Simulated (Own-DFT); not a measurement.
# Computed records: Si₃N₄ (beta silicon nitride, atoms displaced)

All values are calculated (Own-DFT development build). A calculation, not a measurement: plane-wave PBE density functional theory by an unreviewed code, no spin, of a simulated periodic cell, stress positive in tension, free energy of the whole cell less one offset for each atom, forces on such cells moved up to 12 meV/angstrom on a denser k mesh; offsets are fitted by least squares, one for each functional and potential file, so energies compare only between cells with the same atoms and settings and are not formation energies; the far tail of each file's local potential was reset to the Coulomb form; each entry is a single point on an unrelaxed cell, so the pressure reflects the starting lattice, mostly measured values (interpolated for alloys), from which strain is counted, and rises with the displacements; printed positions are rounded, which can move forces by about a meV/angstrom; the program, named Own-DFT, is a retired in-house code; no spin-orbit coupling; before rounding, a Quantum ESPRESSO 7.3.1 run of the same cell and cutoff gave forces within 1 meV/angstrom rms on each cell, which checks the program and not the settings.

Common to all runs: functional PBE; potential files PseudoDojo norm-conserving, scalar-relativistic, standard set; wave cutoff 42 hartree; occupations Fermi-Dirac; smearing width 0.1 eV; k mesh 2 x 2 x 4 centred on Gamma.

(1) 
```xyz
112
Lattice="15.2120 0.0000 0.0000 -7.6060 13.1740 0.0000 0.0000 0.0000 5.8180" Properties=species:S:1:pos:R:3:force_x:R:1:force_y:R:1:force_z:R:1 formula=Si3N4 free_energy_of_cell_above_offsets=-19.362 pressure=5.59 stress_xx=-5.01 stress_yy=-4.01 stress_zz=-7.76 stress_yz=0.56 stress_xz=0.14 stress_xy=0.61
Si    -1.5961     5.0794     0.7592      0.603     -1.184     -0.942
Si     0.2388     2.6520     0.7308     -1.106      0.918     -0.123
Si     1.4314     5.4342     0.6981     -1.591     -1.003      0.981
Si     5.4251     1.5124     2.2063     -2.439      -1.09     -1.921
Si     3.6006     3.9309     2.1979      0.281     -0.827     -0.581
Si     2.4344     1.1228     2.1836     -0.339       1.28     -0.001
N      2.4135     0.1957     0.7301     -0.025     -0.263     -0.029
N      6.2245     1.9682     0.7576      0.396      0.165     -0.804
N      2.8036     4.3811     0.7094     -0.284      0.752      0.936
N      1.4191     6.3752     2.1664        0.4      0.404     -0.234
N     -2.3940     4.6020     2.2099     -2.013     -0.429     -0.792
N      1.0309     2.1852     2.1642      0.518     -0.753      0.862
N      0.0041     4.3836     0.7445       0.45      0.079     -0.108
N      3.7780     2.1943     2.1820      1.327      0.083      0.233
Si    -1.6076     5.0578     3.6360      1.067      0.569      0.796
Si     0.2334     2.6702     3.6461     -0.163      0.126     -0.245
Si     1.4160     5.4287     3.6088     -2.533      0.232      0.322
Si     5.4048     1.5611     5.1026     -0.189     -0.709      -0.26
Si     3.5700     3.9198     5.0990      0.545     -0.811     -1.111
Si     2.4358     1.1310     5.0940      0.116      0.709     -0.205
N      2.4092     0.2249     3.6292     -0.358      -1.56      0.472
N      6.2175     1.9452     3.5761      1.133      0.652      3.011
N      2.7349     4.4066     3.6122      1.916     -0.889      0.697
N      1.3812     6.3370     5.0907      0.682      1.864     -0.658
N     -2.4417     4.6164     5.0875      0.181       0.46      0.512
N      1.0492     2.1749     5.1067      0.099     -0.305     -0.442
N     -0.0129     4.3682     3.6526      0.689      0.984     -0.098
N      3.8107     2.1898     5.1357     -0.232      0.424      -0.42
Si    -5.3681    11.6707     0.7329     -0.759     -1.235      0.295
Si    -3.5977     9.2389     0.7199      1.056      0.132      0.074
Si    -2.4840    12.0306     0.6965      1.826     -1.004      0.328
Si     1.6153     8.1120     2.1660     -1.005     -0.269      1.381
Si    -0.2388    10.5116     2.1652      1.027     -0.564     -0.446
Si    -1.3906     7.7321     2.1949      0.775      0.665     -1.223
N     -1.4106     6.7654     0.7186     -0.084      1.426      0.291
N      2.4124     8.5537     0.7325      1.473      0.364      0.134
N     -1.0178    10.9562     0.6924     -1.339      1.157      0.381
N     -2.3846    12.9168     2.1471      0.184      1.381      1.102
N     -6.2281    11.1566     2.2027      0.619      0.716     -0.583
N     -2.8180     8.7327     2.2093      0.251     -0.018     -1.077
N     -3.7962    10.9481     0.7145     -0.646      0.218     -0.015
N      0.0242     8.7916     2.1490     -0.853     -0.235      0.171
Si    -5.4216    11.6237     3.6662      0.934      1.117       -0.8
Si    -3.6098     9.2529     3.6274      0.856      1.114      0.828
Si    -2.3633    12.0151     3.6543     -1.651      0.158     -0.832
Si     1.6215     8.1122     5.1309      -1.67     -0.736     -1.772
Si    -0.2212    10.4967     5.0654      0.601     -0.712       0.86
Si    -1.3647     7.7480     5.0885      0.145      -0.57      0.001
N     -1.3904     6.8319     3.6117     -0.205     -1.805      1.133
N      2.4197     8.5723     3.6527      0.436     -0.463     -0.258
N     -1.0065    10.9801     3.6421       -0.4      0.346     -0.675
N     -2.4071    12.9808     5.0932      0.264       0.56     -0.474
N     -6.2218    11.1914     5.0984     -0.537      0.042      0.582
N     -2.7577     8.7577     5.0826     -1.004      0.307      0.125
N     -3.8124    11.0078     3.6279      0.658     -0.924      0.167
N     -0.0074     8.7868     5.0755      0.986     -0.376      0.113
Si     5.9931     5.0698     0.7260      0.617      0.273     -0.654
Si     7.7951     2.6989     0.7408      0.661     -0.479     -0.088
Si     9.0161     5.4756     0.7034      -1.44     -1.664      0.059
Si    13.0234     1.5293     2.1546      -0.85       0.17      0.924
Si    11.1472     3.9444     2.1556      1.936     -1.721      1.633
Si    10.0184     1.1471     2.1890      -0.16      0.114     -0.298
N      9.9935     0.2328     0.7076     -0.448     -1.119      0.462
N     13.8341     1.9551     0.7238      0.747      0.109     -0.833
N     10.4001     4.4111     0.7338     -1.011      0.851     -0.985
N      8.9874     6.3510     2.1616      0.742      1.749      0.531
N      5.2135     4.6351     2.1828      -1.62     -0.608      0.144
N      8.6024     2.1922     2.2192       0.87      -0.63     -1.524
N      7.5708     4.3849     0.7250      1.288      0.909     -0.192
N     11.3882     2.1676     2.1561      0.541      1.364      0.273
Si     6.0272     5.0395     3.6415      0.382      1.051     -0.321
Si     7.8182     2.6426     3.6337     -0.482      1.429      0.489
Si     8.9909     5.4231     3.6233     -0.562     -0.192     -0.239
Si    12.9957     1.5108     5.0478      0.192      0.279      1.262
Si    11.1929     3.9311     5.0867      0.606     -1.434      0.078
Si    10.0009     1.1297     5.0569      1.031      1.439      1.237
N      9.9807     0.2054     3.6545     -0.156     -1.119     -1.143
N     13.8394     2.0016     3.6486      0.149     -0.478     -0.901
N     10.3586     4.3866     3.6548      0.318      0.199     -0.781
N      9.0127     6.3664     5.0592      0.453      1.147      0.325
N      5.1806     4.5894     5.0544     -0.518     -0.029      0.902
N      8.6209     2.1891     5.0805     -0.273     -0.119      0.692
N      7.6086     4.4072     3.6218      0.047     -1.231      0.215
N     11.4355     2.1835     5.1198     -1.575        0.5     -0.519
Si     2.1889    11.6589     0.7220      0.638      0.097     -0.122
Si     4.0113     9.2496     0.7250       0.39      1.021     -0.465
Si     5.2025    12.0613     0.6923     -0.731     -1.666      1.921
Si     9.2285     8.1248     2.2049      -1.58     -0.686     -0.653
Si     7.4047    10.4970     2.1657     -0.664     -0.459     -0.107
Si     6.1965     7.7495     2.1947      1.532     -0.793     -0.755
N      6.2376     6.7880     0.7140     -0.569      0.124      0.253
N     10.0305     8.5840     0.7219      0.155     -0.461      0.641
N      6.5716    10.9668     0.7126      -0.06      0.735      0.129
N      5.2089    12.9713     2.2102      0.288      0.065      -1.05
N      1.3847    11.1978     2.1854     -0.946     -0.059     -0.348
N      4.8598     8.7847     2.1581     -1.102       0.05      0.481
N      3.7980    10.9783     0.7308      0.108      0.156     -0.068
N      7.6004     8.7809     2.1771      0.545     -0.256      0.255
Si     2.1853    11.6226     3.6479      1.052      0.454     -0.597
Si     4.0369     9.2301     3.6406     -0.715      0.789     -0.463
Si     5.2240    12.0016     3.6120     -2.192     -0.103      0.989
Si     9.2568     8.1063     5.0955     -2.616     -0.127      0.326
Si     7.3773    10.5006     5.0640      0.574     -0.382       1.15
Si     6.2275     7.7397     5.0737      0.831      0.027      0.613
N      6.2116     6.7931     3.6374      -0.28     -0.461     -0.167
N     10.0321     8.5651     3.6629      0.326     -0.022     -0.714
N      6.5794    10.9821     3.6410      0.472     -0.004     -0.862
N      5.1794    12.9603     5.1110      0.467      0.514     -2.036
N      1.3710    11.1706     5.0651     -0.301      0.193      1.068
N      4.8513     8.7693     5.0714     -0.512     -0.176      0.768
N      3.7715    10.9354     3.6498      1.341      0.939     -0.172
N      7.6029     8.8031     5.1210      0.997     -0.935      -0.42
```

Units: free_energy_of_cell_above_offsets in eV; pressure, stress_xx, stress_yy, stress_zz, stress_yz, stress_xz, stress_xy in GPa; force_x, force_y, force_z in eV/Å.

(2) 
```xyz
112
Lattice="15.2120 0.0000 0.0000 -7.6060 13.1740 0.0000 0.0000 0.0000 5.8180" Properties=species:S:1:pos:R:3 formula=Si3N4
Si    -1.5865     5.0575     0.7159
Si     0.1945     2.6605     0.7242
Si     1.4118     5.4319     0.7567
Si     5.3700     1.5234     2.1941
Si     3.5884     3.9111     2.1522
Si     2.4135     1.1299     2.1787
N      2.4132     0.2097     0.7350
N      6.2111     1.9684     0.7354
N      2.7700     4.3990     0.6956
N      1.3428     6.3980     2.1817
N     -2.4162     4.6411     2.1947
N      1.0308     2.2160     2.1848
N      0.0023     4.3865     0.7461
N      3.7521     2.1812     2.1706
Si    -1.5919     5.0708     3.6708
Si     0.2310     2.6532     3.6138
Si     1.3769     5.4383     3.6486
Si     5.3988     1.4969     5.0647
Si     3.5818     3.9099     5.0749
Si     2.3885     1.1440     5.0671
N      2.4083     0.2334     3.6439
N      6.1699     2.0145     3.6391
N      2.7886     4.3892     3.6415
N      1.4163     6.3685     5.0404
N     -2.4088     4.5883     5.0834
N      1.0370     2.1886     5.0991
N     -0.0260     4.3724     3.6511
N      3.7923     2.1674     5.0538
Si    -5.4237    11.6719     0.7648
Si    -3.5980     9.2229     0.7472
Si    -2.4257    11.9783     0.7386
Si     1.6005     8.0951     2.1603
Si    -0.2135    10.5084     2.1770
Si    -1.4316     7.7144     2.1916
N     -1.4123     6.8030     0.7094
N      2.4055     8.5880     0.7397
N     -1.0285    11.0139     0.7281
N     -2.3802    12.9876     2.1550
N     -6.2082    11.2121     2.1624
N     -2.7792     8.7683     2.1740
N     -3.8201    10.9607     0.6852
N     -0.0210     8.7735     2.1815
Si    -5.3780    11.6454     3.6549
Si    -3.6130     9.2315     3.6288
Si    -2.4405    12.0473     3.6495
Si     1.6131     8.1140     5.1296
Si    -0.1844    10.4949     5.1122
Si    -1.4195     7.7243     5.0716
N     -1.4264     6.7783     3.6180
N      2.3906     8.5691     3.6187
N     -1.0418    11.0083     3.6354
N     -2.4058    12.9942     5.0713
N     -6.2386    11.1909     5.0692
N     -2.7862     8.7958     5.0971
N     -3.8142    10.9670     3.6264
N      0.0022     8.8044     5.0867
Si     5.9917     5.0592     0.7120
Si     7.7794     2.6887     0.6952
Si     8.9624     5.4688     0.7462
Si    13.0016     1.5377     2.1882
Si    11.1734     3.9538     2.1495
Si    10.0119     1.1573     2.1875
N      9.9949     0.2050     0.7097
N     13.8343     1.9933     0.7169
N     10.4157     4.3871     0.7570
N      8.9842     6.3962     2.1932
N      5.1698     4.5637     2.1832
N      8.6170     2.1728     2.1683
N      7.6282     4.3970     0.7153
N     11.3807     2.2059     2.2171
Si     5.9886     5.0486     3.6531
Si     7.8230     2.6964     3.6415
Si     9.0210     5.4142     3.6313
Si    13.0471     1.5294     5.1195
Si    11.1532     3.9274     5.0946
Si    10.0466     1.1193     5.0748
N     10.0149     0.1720     3.6244
N     13.8393     2.0006     3.6691
N     10.3524     4.4233     3.6456
N      8.9811     6.3722     5.0525
N      5.1687     4.5916     5.0553
N      8.6471     2.1912     5.0986
N      7.5759     4.4023     3.6221
N     11.3953     2.1672     5.0738
Si     2.2036    11.6618     0.7159
Si     3.9880     9.2439     0.7219
Si     5.1881    12.0120     0.7449
Si     9.2230     8.1123     2.2122
Si     7.3678    10.5469     2.1814
Si     6.1657     7.7216     2.1737
N      6.2080     6.8311     0.7197
N     10.0348     8.5804     0.7302
N      6.5898    10.9641     0.7088
N      5.1909    12.9881     2.1756
N      1.3772    11.1734     2.2000
N      4.8234     8.7935     2.1617
N      3.8034    10.9764     0.7019
N      7.6103     8.8162     2.1766
Si     2.2029    11.6391     3.6490
Si     4.0258     9.2645     3.6544
Si     5.2242    12.0244     3.6503
Si     9.2059     8.0839     5.0540
Si     7.3686    10.4800     5.0720
Si     6.1896     7.7257     5.0974
N      6.2076     6.7599     3.6063
N     10.0597     8.5478     3.6267
N      6.6227    10.9633     3.6591
N      5.2234    12.9999     5.1038
N      1.3941    11.2194     5.1091
N      4.8431     8.7941     5.1112
N      3.8415    10.9577     3.6263
N      7.6053     8.8062     5.1176
```

Q: Give the missing pressure for Si₃N₄ (beta silicon nitride, atoms displaced) (entry 2).
A: 5.52 GPa

Further results for Si₃N₄ (beta silicon nitride, atoms displaced) (entry 2):

| Quantity | Value |
| --- | --- |
| free energy of cell above offsets | -19.376 eV |
| stress xx | -4.63 GPa |
| stress yy | -5.3 GPa |
| stress zz | -6.63 GPa |
| stress yz | -0.14 GPa |
| stress xz | 0 GPa |
| stress xy | 0.35 GPa |

Force:
| element | x (eV/Å) | y (eV/Å) | z (eV/Å) |
| --- | --- | --- | --- |
| Si | 0.11 | 0.265 | 0.58 |
| Si | 0.912 | 0.867 | 0.05 |
| Si | -1.429 | -0.005 | -1.31 |
| Si | -0.335 | 0.332 | -0.6 |
| Si | -0.664 | -0.94 | 0.664 |
| Si | -0.162 | 0.75 | -0.053 |
| N | -0.502 | -0.266 | -0.531 |
| N | 0.073 | 0.228 | -0.536 |
| N | 0.516 | 0.227 | 0.676 |
| N | 0.749 | -0.619 | -0.025 |
| N | -0.856 | -0.312 | -0.221 |
| N | 0.218 | -0.891 | -0.68 |
| N | 0.355 | 0.172 | -0.132 |
| N | 1.039 | 0.593 | -0.146 |
| Si | 0.112 | -0.708 | -1.154 |
| Si | -0.462 | 0.919 | 1.082 |
| Si | -0.372 | -1.266 | -1.002 |
| Si | -0.784 | 0.967 | 1.056 |
| Si | 0.045 | -1.463 | -0.153 |
| Si | 1.224 | 0.491 | 1.212 |
| N | -0.417 | -1.724 | -0.593 |
| N | 1.641 | 0.333 | -0.321 |
| N | -0.669 | 0.801 | -1.055 |
| N | 0.219 | 1.029 | 2.47 |
| N | -1.334 | -0.149 | 0.596 |
| N | -0.728 | 0 | -0.254 |
| N | 1.12 | 0.473 | -0.022 |
| N | -0.017 | 0.81 | 0.352 |
| Si | 1.057 | -0.505 | -2.234 |
| Si | -0.07 | 1.408 | -0.885 |
| Si | -0.752 | 1.287 | -0.745 |
| Si | -1.678 | 0.727 | 1.217 |
| Si | -0.538 | -0.604 | 0.649 |
| Si | 1.566 | 0.74 | -0.913 |
| N | -0.288 | -0.687 | 0.106 |
| N | 0.606 | -0.307 | -0.25 |
| N | 0.877 | -0.441 | -0.075 |
| N | -0.271 | -0.799 | 0.701 |
| N | -1.316 | -0.234 | 1.641 |
| N | -0.368 | -0.212 | 0.653 |
| N | 0.077 | 0.066 | 0.499 |
| N | 0.06 | -0.153 | -0.103 |
| Si | -0.503 | 0.44 | -0.417 |
| Si | 1.363 | 1.437 | 0.371 |
| Si | 0.235 | -0.59 | -0.85 |
| Si | -1.442 | -0.355 | -1.96 |
| Si | -1.138 | 0.554 | -0.917 |
| Si | 1.017 | 1.136 | 0.289 |
| N | -0.153 | 0.202 | 0.787 |
| N | 1.478 | 0.256 | 0.802 |
| N | 0.632 | -0.133 | 0.406 |
| N | 0.028 | -1.419 | 0.962 |
| N | -0.172 | 0.261 | 0.916 |
| N | 0.14 | -0.757 | -0.415 |
| N | 0.513 | -0.008 | -0.102 |
| N | -0.039 | -1.278 | 0.148 |
| Si | 0.537 | 0.037 | 0.287 |
| Si | 0.733 | -0.837 | 0.887 |
| Si | 0.728 | -0.565 | -0.682 |
| Si | -0.59 | 0.482 | 0.552 |
| Si | 1.791 | -1.388 | 2.347 |
| Si | 0.145 | -0.197 | -0.452 |
| N | -0.045 | -0.184 | 0.704 |
| N | 0.032 | -0.13 | 1.289 |
| N | -2.286 | 1.883 | -1.742 |
| N | 0.419 | -0.154 | -0.019 |
| N | 0.529 | 0.819 | -0.602 |
| N | -0.524 | 0.315 | 0.186 |
| N | -1.156 | 0.486 | -0.012 |
| N | 0.733 | 0.384 | -0.313 |
| Si | 0.53 | -0.071 | -1.332 |
| Si | -0.514 | -0.647 | -0.397 |
| Si | -2.466 | 0.608 | -0.279 |
| Si | -1.845 | 0.236 | -1.107 |
| Si | 1.411 | -1.443 | -0.194 |
| Si | -0.371 | 0.59 | 0.079 |
| N | -0.207 | 0.361 | -0.015 |
| N | 0.093 | -0.465 | -1.039 |
| N | 1.462 | -0.705 | -0.464 |
| N | 0.407 | 0.174 | 1.133 |
| N | -0.068 | 0.342 | 1.545 |
| N | -0.246 | -0.126 | -0.619 |
| N | 0.963 | -0.001 | 0.09 |
| N | 0.85 | 1.126 | 0.232 |
| Si | 0.497 | 0.006 | 1.229 |
| Si | 0.646 | 1.228 | 0.317 |
| Si | -0.105 | 0.106 | -0.727 |
| Si | -1.603 | 0.641 | -1.574 |
| Si | 1.568 | -1.564 | -0.426 |
| Si | 2.07 | 1.472 | 0.396 |
| N | -0.56 | -2.238 | 0.057 |
| N | -0.641 | -1.075 | -0.264 |
| N | -0.97 | 1.1 | 0.436 |
| N | 0.529 | -0.485 | 0.523 |
| N | 0.378 | 0.369 | -0.635 |
| N | -0.366 | -0.44 | 0.662 |
| N | -0.172 | -0.151 | 0.174 |
| N | -0.432 | -0.937 | 0.326 |
| Si | 0.9 | -0.363 | -0.535 |
| Si | -0.698 | -0.292 | -0.718 |
| Si | -0.619 | 0.148 | 0.032 |
| Si | -0.676 | 1.04 | 1.437 |
| Si | 1.742 | 0.046 | 1.175 |
| Si | 1.579 | 0.79 | -1.118 |
| N | -0.6 | 0.749 | 0.9 |
| N | -0.577 | -0.486 | 0.443 |
| N | -1.848 | 1.534 | -1.167 |
| N | 0.208 | -1.119 | 0.024 |
| N | -0.681 | -0.492 | -0.446 |
| N | -0.506 | -0.48 | -0.5 |
| N | -0.545 | 0.978 | 0.16 |
| N | -0.085 | -1.963 | -0.476 |
